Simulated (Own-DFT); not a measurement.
Simulation results for AlN (wurtzite, strained, atoms displaced)

Computed with Own-DFT development build. A calculation, not a measurement: plane-wave PBE density functional theory by an unreviewed code, no spin, of a simulated periodic cell, stress positive in tension, free energy of the whole cell less one offset for each atom, forces on such cells moved up to 12 meV/angstrom on a denser k mesh; offsets are fitted by least squares, one for each functional and potential file, so energies compare only between cells with the same atoms and settings and are not formation energies; the far tail of each file's local potential was reset to the Coulomb form; each entry is a single point on an unrelaxed cell, so the pressure reflects the starting lattice, mostly measured values (interpolated for alloys), from which strain is counted, and rises with the displacements; printed positions are rounded, which can move forces by about a meV/angstrom; the program, named Own-DFT, is a retired in-house code; no spin-orbit coupling; before rounding, a Quantum ESPRESSO 7.3.1 run of the same cell and cutoff gave forces within 1 meV/angstrom rms on each cell, which checks the program and not the settings.

Common to all runs: functional PBE; potential files PseudoDojo norm-conserving, scalar-relativistic, standard set; wave cutoff 42 hartree; occupations Fermi-Dirac; smearing width 0.1 eV; k mesh 3 x 3 x 2 centred on Gamma.

(1) 
```cif
# cell vector a (Å): 9.1259 0.0000 0.0000
# cell vector b (Å): -4.5630 7.9033 0.0000
# cell vector c (Å): 0.0000 0.0000 9.9640
data_AlN
_symmetry_space_group_name_H-M 'P 1'
_symmetry_Int_Tables_number 1
_cell_length_a 9.1259
_cell_length_b 9.1260
_cell_length_c 9.9640
_cell_angle_alpha 90.000
_cell_angle_beta 90.000
_cell_angle_gamma 120.000
_cell_volume 718.65
loop_
_atom_site_label
_atom_site_type_symbol
_atom_site_fract_x
_atom_site_fract_y
_atom_site_fract_z
_atom_site_occupancy
Al1 Al 0.10776 0.22006 0.00007 1
Al2 Al 0.21657 0.10408 0.24363 1
N1 N 0.10173 0.22669 0.19093 1
N2 N 0.22716 0.11577 0.44424 1
Al3 Al 0.10046 0.21790 0.49210 1
Al4 Al 0.21726 0.11157 0.75269 1
N3 N 0.10171 0.20933 0.68393 1
N4 N 0.22334 0.11538 0.94853 1
Al5 Al 0.11564 0.56579 0.00004 1
Al6 Al 0.22745 0.44762 0.25398 1
N5 N 0.11595 0.56230 0.18880 1
N6 N 0.22219 0.44476 0.44697 1
Al7 Al 0.11748 0.55813 0.49818 1
Al8 Al 0.22920 0.45284 0.74629 1
N7 N 0.12094 0.56417 0.68801 1
N8 N 0.21935 0.44032 0.94819 1
Al9 Al 0.10617 0.88654 0.99970 1
Al10 Al 0.21456 0.78189 0.24683 1
N9 N 0.12425 0.88874 0.19629 1
N10 N 0.21491 0.77358 0.44738 1
Al11 Al 0.11209 0.88550 0.50561 1
Al12 Al 0.21658 0.76978 0.75404 1
N11 N 0.11561 0.88476 0.68916 1
N12 N 0.21368 0.77816 0.93930 1
Al13 Al 0.44633 0.20774 0.99694 1
Al14 Al 0.54480 0.10625 0.24558 1
N13 N 0.44668 0.22806 0.19290 1
N14 N 0.56348 0.11555 0.43214 1
Al15 Al 0.44703 0.22895 0.50942 1
Al16 Al 0.56259 0.11094 0.75777 1
N15 N 0.43515 0.22057 0.68770 1
N16 N 0.55655 0.09677 0.94004 1
Al17 Al 0.44013 0.55469 0.99769 1
Al18 Al 0.56033 0.43982 0.24304 1
N17 N 0.44935 0.55449 0.19622 1
N18 N 0.55751 0.43846 0.44310 1
Al19 Al 0.43989 0.54790 0.49303 1
Al20 Al 0.55290 0.43889 0.75406 1
N19 N 0.43535 0.54845 0.68700 1
N20 N 0.55063 0.44161 0.93957 1
Al21 Al 0.44739 0.88907 0.00517 1
Al22 Al 0.55449 0.76645 0.25131 1
N21 N 0.44317 0.89455 0.19623 1
N22 N 0.56917 0.78723 0.43822 1
Al23 Al 0.44785 0.88416 0.49871 1
Al24 Al 0.55145 0.77646 0.74602 1
N23 N 0.42855 0.86943 0.68435 1
N24 N 0.55077 0.77220 0.93782 1
Al25 Al 0.77505 0.21729 0.00367 1
Al26 Al 0.88035 0.09906 0.24696 1
N25 N 0.76847 0.20798 0.19297 1
N26 N 0.89260 0.11304 0.44738 1
Al27 Al 0.77838 0.22230 0.49993 1
Al28 Al 0.89129 0.11093 0.75251 1
N27 N 0.77077 0.22459 0.68770 1
N28 N 0.88281 0.10297 0.93697 1
Al29 Al 0.77549 0.56004 0.99483 1
Al30 Al 0.89528 0.44879 0.24149 1
N29 N 0.77181 0.55856 0.19129 1
N30 N 0.89253 0.45103 0.43963 1
Al31 Al 0.77942 0.55277 0.50349 1
Al32 Al 0.89872 0.45139 0.75071 1
N31 N 0.77744 0.55434 0.68615 1
N32 N 0.88293 0.44411 0.94043 1
Al33 Al 0.78146 0.88767 0.99977 1
Al34 Al 0.88098 0.77788 0.25628 1
N33 N 0.76828 0.88109 0.18930 1
N34 N 0.87744 0.76242 0.44167 1
Al35 Al 0.78510 0.88455 0.50236 1
Al36 Al 0.88715 0.77358 0.75015 1
N35 N 0.78960 0.88940 0.69638 1
N36 N 0.89283 0.76883 0.93867 1
_calc_free_energy_of_cell_above_offsets '-27.727'  # eV
_calc_pressure 16.45  # GPa
_calc_stress_xx -19.99  # GPa
_calc_stress_yy -21.24  # GPa
_calc_stress_zz -8.12  # GPa
_calc_stress_yz 0.45  # GPa
_calc_stress_xz 0.28  # GPa
_calc_stress_xy -0.1  # GPa
```

Force:
| element | x (eV/Å) | y (eV/Å) | z (eV/Å) |
| --- | --- | --- | --- |
| Al | -0.603 | 0.351 | 0.69 |
| Al | 0.006 | 2.574 | 1.889 |
| N | 1.356 | -1.12 | -0.084 |
| N | -0.837 | -1.117 | -1.296 |
| Al | 3.361 | 0.974 | 1.714 |
| Al | 0.371 | -0.847 | -0.324 |
| N | 0.143 | 2.408 | 0.782 |
| N | 0.204 | -1.301 | -1.067 |
| Al | -0.185 | -2.133 | 0.368 |
| Al | -0.803 | -0.247 | -0.118 |
| N | 0.455 | -0.442 | -0.215 |
| N | -0.224 | -0.5 | -1.851 |
| Al | -1.449 | -0.466 | 0.573 |
| Al | -1.432 | -2.723 | 1.009 |
| N | -0.8 | -2.536 | 0.138 |
| N | -0.856 | 0.838 | -1.736 |
| Al | 0.652 | 0.781 | 0.832 |
| Al | 4.776 | -2.343 | 3.153 |
| N | -6.302 | 1.109 | -2.782 |
| N | 1.583 | 1 | -2.166 |
| Al | -0.744 | 0.897 | -0.689 |
| Al | -0.039 | 1.881 | -0.268 |
| N | -1.401 | 0.379 | 1.294 |
| N | 1.787 | 0.929 | 0.264 |
| Al | -1.115 | 2.029 | 1.051 |
| Al | 0.907 | 1.678 | 2.083 |
| N | -0.514 | -2.235 | -2.19 |
| N | -1.3 | -0.901 | 1.546 |
| Al | 0.808 | -1.902 | -2.177 |
| Al | -2.016 | -1.322 | -2.294 |
| N | 1.669 | -0.466 | 2.689 |
| N | -0.685 | 1.693 | -0.064 |
| Al | 0.667 | -0.585 | 1.06 |
| Al | -1.213 | 0.524 | 2.505 |
| N | -0.742 | -1.061 | -1.361 |
| N | -0.587 | 1.368 | -1.158 |
| Al | 1.693 | 1.272 | 1.081 |
| Al | -0.316 | 0.675 | -1.132 |
| N | 2.618 | 1.327 | -0.362 |
| N | 0.523 | -0.603 | 0.297 |
| Al | -0.551 | -2.186 | 0.439 |
| Al | -1.718 | 2.046 | 0.728 |
| N | 0.63 | -2.965 | -1.48 |
| N | -0.599 | -2.03 | 0.175 |
| Al | -1.233 | 1.285 | -0.602 |
| Al | 1.118 | -0.486 | 0.075 |
| N | 1.296 | 2.774 | 0.978 |
| N | 0.453 | 0.777 | 0.192 |
| Al | 0.723 | 0.684 | 0.152 |
| Al | -0.395 | 1.295 | 1.606 |
| N | 0.04 | 1.937 | -1.121 |
| N | -2.037 | -2.19 | -2.228 |
| Al | -0.416 | 0.589 | -0.564 |
| Al | -1.072 | 0.106 | -0.925 |
| N | 1.903 | 0.17 | 0.727 |
| N | 0.36 | 0.996 | 0.783 |
| Al | -0.037 | -2.117 | 1.555 |
| Al | -1.158 | -1.163 | 1.455 |
| N | 2.416 | 0.504 | -1.541 |
| N | 1.115 | -1.084 | -0.713 |
| Al | -0.494 | -1.308 | -0.457 |
| Al | -0.777 | -0.797 | -0.412 |
| N | -0.013 | -0.32 | 1.592 |
| N | 1.039 | -0.382 | 0.242 |
| Al | -0.638 | -1.3 | -0.423 |
| Al | 1.551 | -0.56 | -0.219 |
| N | 1.369 | 0.519 | -0.9 |
| N | 1.243 | 2.681 | -0.465 |
| Al | -0.778 | 0.96 | 0.934 |
| Al | 1.489 | -0.084 | -0.12 |
| N | -2.575 | -0.348 | -0.946 |
| N | -1.673 | 2.159 | -0.203 |

(2) 
```cif
# cell vector a (Å): 9.4527 0.0000 0.0000
# cell vector b (Å): -4.7263 8.1863 0.0000
# cell vector c (Å): 0.0000 0.0000 9.9640
data_AlN
_symmetry_space_group_name_H-M 'P 1'
_symmetry_Int_Tables_number 1
_cell_length_a 9.4527
_cell_length_b 9.4527
_cell_length_c 9.9640
_cell_angle_alpha 90.000
_cell_angle_beta 90.000
_cell_angle_gamma 120.000
_cell_volume 771.04
loop_
_atom_site_label
_atom_site_type_symbol
_atom_site_fract_x
_atom_site_fract_y
_atom_site_fract_z
_atom_site_occupancy
Al1 Al 0.10604 0.22017 0.99481 1
Al2 Al 0.21278 0.10908 0.24390 1
N1 N 0.12042 0.22637 0.19187 1
N2 N 0.22169 0.11742 0.44548 1
Al3 Al 0.10566 0.22304 0.50113 1
Al4 Al 0.22955 0.10856 0.75879 1
N3 N 0.11181 0.22238 0.69960 1
N4 N 0.22050 0.10290 0.93906 1
Al5 Al 0.11712 0.54793 0.00392 1
Al6 Al 0.21942 0.44726 0.24051 1
N5 N 0.11571 0.55887 0.19417 1
N6 N 0.21757 0.44019 0.43500 1
Al7 Al 0.11023 0.54701 0.49180 1
Al8 Al 0.22330 0.45039 0.74869 1
N7 N 0.12339 0.55625 0.68195 1
N8 N 0.22294 0.45454 0.93337 1
Al9 Al 0.10638 0.88287 0.99684 1
Al10 Al 0.20942 0.77118 0.25556 1
N9 N 0.10847 0.89062 0.18567 1
N10 N 0.21836 0.78385 0.44071 1
Al11 Al 0.11347 0.88696 0.50267 1
Al12 Al 0.23366 0.78343 0.75264 1
N11 N 0.10651 0.89250 0.68085 1
N12 N 0.21592 0.76628 0.94221 1
Al13 Al 0.44233 0.21202 0.00491 1
Al14 Al 0.56561 0.10794 0.25367 1
N13 N 0.45012 0.23155 0.18406 1
N14 N 0.54179 0.10086 0.43557 1
Al15 Al 0.44722 0.22153 0.50222 1
Al16 Al 0.55052 0.10733 0.75395 1
N15 N 0.43833 0.21551 0.69276 1
N16 N 0.56274 0.11486 0.94053 1
Al17 Al 0.44047 0.55484 0.00018 1
Al18 Al 0.56487 0.44037 0.23945 1
N17 N 0.44318 0.55986 0.19055 1
N18 N 0.55570 0.44140 0.44774 1
Al19 Al 0.44289 0.54311 0.49532 1
Al20 Al 0.55724 0.44870 0.75333 1
N19 N 0.45037 0.56265 0.68543 1
N20 N 0.55263 0.44477 0.94227 1
Al21 Al 0.44302 0.88575 0.00799 1
Al22 Al 0.56264 0.78209 0.25300 1
N21 N 0.44346 0.88003 0.19125 1
N22 N 0.55573 0.77699 0.43663 1
Al23 Al 0.45287 0.88840 0.49795 1
Al24 Al 0.55028 0.78060 0.75755 1
N23 N 0.44424 0.87984 0.69848 1
N24 N 0.55419 0.77246 0.93610 1
Al25 Al 0.76496 0.21328 0.00411 1
Al26 Al 0.88094 0.10911 0.24803 1
N25 N 0.78345 0.22387 0.19313 1
N26 N 0.88757 0.10343 0.43514 1
Al27 Al 0.77634 0.21212 0.49218 1
Al28 Al 0.87840 0.10152 0.74877 1
N27 N 0.78148 0.21949 0.68735 1
N28 N 0.88801 0.10698 0.94104 1
Al29 Al 0.77546 0.55377 0.99810 1
Al30 Al 0.88763 0.44700 0.25239 1
N29 N 0.77886 0.56038 0.19598 1
N30 N 0.88937 0.44090 0.44529 1
Al31 Al 0.77101 0.55936 0.50391 1
Al32 Al 0.89284 0.45420 0.74465 1
N31 N 0.77471 0.55079 0.68296 1
N32 N 0.88863 0.44527 0.94855 1
Al33 Al 0.76924 0.88367 0.99715 1
Al34 Al 0.88569 0.78055 0.25012 1
N33 N 0.77680 0.88589 0.19673 1
N34 N 0.88135 0.76494 0.43808 1
Al35 Al 0.78836 0.89546 0.49328 1
Al36 Al 0.89120 0.76473 0.75504 1
N35 N 0.77506 0.88307 0.68886 1
N36 N 0.88869 0.78046 0.94935 1
_calc_free_energy_of_cell_above_offsets '-30.551'  # eV
_calc_pressure 0.53  # GPa
_calc_stress_xx 0.97  # GPa
_calc_stress_yy 1.88  # GPa
_calc_stress_zz -4.43  # GPa
_calc_stress_yz 0.01  # GPa
_calc_stress_xz -0.1  # GPa
_calc_stress_xy 1.06  # GPa
```

Force:
| element | x (eV/Å) | y (eV/Å) | z (eV/Å) |
| --- | --- | --- | --- |
| Al | 0.805 | 0.245 | -0.035 |
| Al | 1.967 | 0.296 | 1.544 |
| N | -2.438 | -0.119 | -1.508 |
| N | 0.291 | -0.885 | -1.029 |
| Al | 1.15 | -0.033 | 0.624 |
| Al | -2.19 | 0.013 | -2.381 |
| N | -0.163 | -0.147 | -0.508 |
| N | 0.091 | 0.511 | 1.606 |
| Al | -2.649 | 1.032 | -0.133 |
| Al | 1.619 | -0.396 | 1.601 |
| N | -1.309 | -0.689 | -0.423 |
| N | 0.631 | 0.04 | -0.083 |
| Al | -0.274 | 1.393 | 0.745 |
| Al | 1.203 | -1.008 | -1.027 |
| N | -2.304 | 0.94 | 0.716 |
| N | 1.556 | -1.88 | 1.308 |
| Al | 0.643 | 0.077 | 0.507 |
| Al | 0.841 | 1.576 | -0.722 |
| N | 0.154 | -0.474 | 0.722 |
| N | 1.767 | -1.272 | 0.204 |
| Al | -1.335 | 0.874 | -1.628 |
| Al | -1.755 | -1.567 | -0.82 |
| N | 1.244 | -0.899 | 3.462 |
| N | 0.236 | 1.387 | 0.076 |
| Al | -0.601 | 1.06 | -1.603 |
| Al | -2.146 | -0.379 | -1.257 |
| N | 0.562 | -2.375 | 1.562 |
| N | 1.608 | 1.076 | 1.087 |
| Al | -1.212 | -0.33 | -0.271 |
| Al | 1.049 | 0.495 | -1.193 |
| N | 1.374 | 0.878 | 0.333 |
| N | -1.701 | -1.828 | 0.45 |
| Al | 0.391 | -0.074 | 0.104 |
| Al | -2.435 | 1.086 | 1.727 |
| N | 0.908 | -0.388 | -0.146 |
| N | 0.521 | -0.657 | -1.584 |
| Al | -1.303 | 1.457 | 0.149 |
| Al | -0.703 | -0.619 | -0.864 |
| N | -0.174 | -0.882 | 0.919 |
| N | 0.337 | -0.428 | 0.106 |
| Al | -0.126 | -0.421 | -1.357 |
| Al | -0.875 | -1.492 | -0.45 |
| N | -0.588 | 1.241 | 0.664 |
| N | 0.608 | -0.109 | 0.995 |
| Al | -1.331 | -1.218 | 0.457 |
| Al | 2.447 | -1.187 | -2.387 |
| N | -0.848 | 2.417 | -1.436 |
| N | -0.661 | 0.575 | 2.164 |
| Al | 2.583 | 1.85 | -0.672 |
| Al | 2.376 | -0.003 | -0.401 |
| N | -0.972 | 0.111 | 0.037 |
| N | -0.371 | 1.382 | 0.07 |
| Al | -0.754 | 0.935 | 1.171 |
| Al | 1.385 | 0.655 | 0.005 |
| N | -1.389 | 0.154 | 0.06 |
| N | -1.199 | -0.141 | 0.608 |
| Al | 0.137 | 0.178 | 0.877 |
| Al | 0.379 | 0.291 | 0.109 |
| N | 0.988 | -0.292 | -1.14 |
| N | -0.865 | -0.378 | -0.769 |
| Al | 1.189 | -1.205 | -1.703 |
| Al | 1.548 | -1.663 | 0.22 |
| N | 0.152 | 0.314 | 2.705 |
| N | 0.198 | -0.453 | -0.934 |
| Al | 0.782 | 0.542 | 0.541 |
| Al | 1.05 | -0.414 | 0.055 |
| N | -0.441 | 1.023 | -1.419 |
| N | 0.384 | 2.241 | 0.122 |
| Al | -0.635 | -2.643 | 1.335 |
| Al | -1.425 | 1.921 | -0.894 |
| N | 0.196 | -0.123 | 0.35 |
| N | -0.179 | -1.195 | -1.317 |

(3) 
```cif
# cell vector a (Å): 9.5927 0.0000 0.0000
# cell vector b (Å): -4.7964 8.3076 0.0000
# cell vector c (Å): 0.0000 0.0000 9.9640
data_AlN
_symmetry_space_group_name_H-M 'P 1'
_symmetry_Int_Tables_number 1
_cell_length_a 9.5927
_cell_length_b 9.5928
_cell_length_c 9.9640
_cell_angle_alpha 90.000
_cell_angle_beta 90.000
_cell_angle_gamma 120.000
_cell_volume 794.05
loop_
_atom_site_label
_atom_site_type_symbol
_atom_site_fract_x
_atom_site_fract_y
_atom_site_fract_z
_atom_site_occupancy
Al1 Al 0.11203 0.22516 0.00409 1
Al2 Al 0.23514 0.11997 0.25674 1
N1 N 0.10285 0.21330 0.19189 1
N2 N 0.22087 0.11595 0.44694 1
Al3 Al 0.11894 0.22883 0.49824 1
Al4 Al 0.22274 0.10082 0.74476 1
N3 N 0.10804 0.21666 0.68565 1
N4 N 0.22796 0.11050 0.95108 1
Al5 Al 0.10866 0.54911 0.99473 1
Al6 Al 0.20700 0.43849 0.25457 1
N5 N 0.10457 0.55254 0.18324 1
N6 N 0.21433 0.43718 0.43268 1
Al7 Al 0.11123 0.55795 0.49251 1
Al8 Al 0.22321 0.44320 0.74783 1
N7 N 0.12477 0.56704 0.69581 1
N8 N 0.22891 0.45215 0.93577 1
Al9 Al 0.11686 0.88714 0.99972 1
Al10 Al 0.21730 0.78079 0.24873 1
N9 N 0.12804 0.89991 0.18916 1
N10 N 0.23233 0.78628 0.43056 1
Al11 Al 0.11260 0.88048 0.50187 1
Al12 Al 0.23103 0.77824 0.74318 1
N11 N 0.11835 0.89407 0.68766 1
N12 N 0.21379 0.77188 0.94096 1
Al13 Al 0.45272 0.22607 0.99730 1
Al14 Al 0.56237 0.11144 0.24575 1
N13 N 0.44549 0.22600 0.20165 1
N14 N 0.56865 0.12103 0.43426 1
Al15 Al 0.44462 0.22008 0.49185 1
Al16 Al 0.55661 0.10569 0.74705 1
N15 N 0.44937 0.22158 0.68553 1
N16 N 0.54690 0.11148 0.95397 1
Al17 Al 0.44252 0.56227 0.00747 1
Al18 Al 0.55879 0.44804 0.25132 1
N17 N 0.45684 0.56216 0.18643 1
N18 N 0.55314 0.44873 0.44102 1
Al19 Al 0.45087 0.55477 0.49644 1
Al20 Al 0.54063 0.43672 0.74608 1
N19 N 0.45597 0.55887 0.70258 1
N20 N 0.55624 0.45368 0.94361 1
Al21 Al 0.44220 0.88160 0.99202 1
Al22 Al 0.55954 0.78132 0.25434 1
N21 N 0.45255 0.89566 0.19941 1
N22 N 0.55821 0.77741 0.44754 1
Al23 Al 0.44342 0.87916 0.50618 1
Al24 Al 0.55642 0.77102 0.75341 1
N23 N 0.44829 0.88335 0.69381 1
N24 N 0.55715 0.77239 0.94491 1
Al25 Al 0.77794 0.21711 0.99409 1
Al26 Al 0.88546 0.11515 0.24059 1
N25 N 0.78270 0.22536 0.18590 1
N26 N 0.88461 0.11534 0.43464 1
Al27 Al 0.77187 0.22005 0.50042 1
Al28 Al 0.88746 0.10263 0.74835 1
N27 N 0.77572 0.22412 0.69348 1
N28 N 0.88333 0.10925 0.95349 1
Al29 Al 0.77178 0.55308 0.00612 1
Al30 Al 0.88824 0.45243 0.24997 1
N29 N 0.77370 0.54533 0.19791 1
N30 N 0.89282 0.44682 0.43897 1
Al31 Al 0.78836 0.55537 0.50151 1
Al32 Al 0.88882 0.44629 0.74972 1
N31 N 0.76910 0.56003 0.69618 1
N32 N 0.89247 0.44370 0.93287 1
Al33 Al 0.77780 0.88368 0.00344 1
Al34 Al 0.89310 0.77861 0.25541 1
N33 N 0.77830 0.88862 0.19625 1
N34 N 0.89962 0.77831 0.44649 1
Al35 Al 0.77251 0.88455 0.49824 1
Al36 Al 0.89454 0.79060 0.73708 1
N35 N 0.77101 0.87757 0.68657 1
N36 N 0.90064 0.78148 0.94288 1
_calc_free_energy_of_cell_above_offsets '-29.703'  # eV
_calc_pressure -4.95  # GPa
_calc_stress_xx 6.71  # GPa
_calc_stress_yy 8.38  # GPa
_calc_stress_zz -0.25  # GPa
_calc_stress_yz -0.44  # GPa
_calc_stress_xz -0.3  # GPa
_calc_stress_xy 0.85  # GPa
```

Force:
| element | x (eV/Å) | y (eV/Å) | z (eV/Å) |
| --- | --- | --- | --- |
| Al | 0.746 | -0.359 | -0.633 |
| Al | -1.426 | -0.88 | -0.89 |
| N | 0.88 | 1.413 | 0.392 |
| N | 1.044 | -0.921 | -0.314 |
| Al | -1.573 | -1.574 | -0.487 |
| Al | -0.116 | 2.249 | 1.121 |
| N | 0.203 | 0.39 | 1.288 |
| N | -0.636 | 0.408 | -1.774 |
| Al | -0.416 | 0.56 | -0.401 |
| Al | 1.034 | 0.074 | -2.728 |
| N | 0.306 | 0.601 | 1.402 |
| N | 0.587 | 1.814 | 2.453 |
| Al | 0.622 | -0.035 | 0.773 |
| Al | 0.374 | 0.107 | -0.026 |
| N | -0.725 | -1.815 | -1.932 |
| N | -0.337 | -1.164 | 1.039 |
| Al | -0.531 | 0.699 | 0.17 |
| Al | 1.913 | 0.056 | -1.705 |
| N | -1.678 | -0.794 | 0.987 |
| N | -0.335 | -1.188 | 2.58 |
| Al | 0.062 | 1.853 | -1.021 |
| Al | -1.294 | 0.327 | 1.768 |
| N | 0.353 | -1.566 | 0.128 |
| N | 1.74 | 0.317 | -0.662 |
| Al | -2.11 | 0.856 | 1.333 |
| Al | -0.45 | 0.685 | -0.222 |
| N | 1.109 | 0.437 | -0.949 |
| N | -1.614 | -1.498 | 1.282 |
| Al | 0.37 | 0.466 | 0.098 |
| Al | -0.664 | 0.99 | 0.761 |
| N | -0.409 | -0.854 | 0.458 |
| N | 2.349 | -1.153 | -2.264 |
| Al | 0.81 | -1.179 | -1.654 |
| Al | -0.68 | -0.598 | -0.185 |
| N | -1.369 | -0.27 | 2.494 |
| N | 1.529 | -0.46 | 0.243 |
| Al | -1.094 | 0.228 | 0.828 |
| Al | 2.606 | 0.36 | 1.247 |
| N | -2.751 | -0.732 | -2.464 |
| N | 0.238 | -1.216 | -0.021 |
| Al | -0.576 | 0.557 | 1.731 |
| Al | -0.407 | -0.151 | -0.63 |
| N | -0.327 | -1.556 | -1.282 |
| N | -0.501 | -0.751 | -0.384 |
| Al | 0.211 | 1.524 | -1.787 |
| Al | 0.31 | 0.201 | 0.235 |
| N | 0.011 | 0.552 | 0.199 |
| N | -0.434 | 1.383 | -0.589 |
| Al | -1.309 | 1.268 | 0.647 |
| Al | 0.468 | -0.675 | 1.077 |
| N | -0.836 | 0.691 | 0.124 |
| N | 0.712 | -0.607 | 1.075 |
| Al | 1.553 | 0.504 | -0.275 |
| Al | -0.476 | 0.721 | 0.2 |
| N | 0.795 | -0.583 | 0.004 |
| N | 1.438 | -0.772 | -2.072 |
| Al | 0.89 | 0.52 | -1.573 |
| Al | 1.378 | -1.935 | -0.571 |
| N | -0.473 | 2.11 | -0.563 |
| N | 0.032 | -0.034 | 0.707 |
| Al | -1.811 | -0.05 | 0.574 |
| Al | -0.503 | 0.661 | -0.575 |
| N | 1.632 | -0.309 | -1 |
| N | -0.747 | -0.487 | 1.638 |
| Al | 0.609 | 0.069 | 0.118 |
| Al | 0.161 | 0.561 | -0.996 |
| N | 0.492 | -0.417 | 0.08 |
| N | -1.065 | -0.364 | -0.231 |
| Al | 1.023 | 1.409 | -0.721 |
| Al | 0.856 | -2.279 | 1.946 |
| N | -0.4 | 1.866 | 0.628 |
| N | -1.374 | -0.261 | -0.25 |
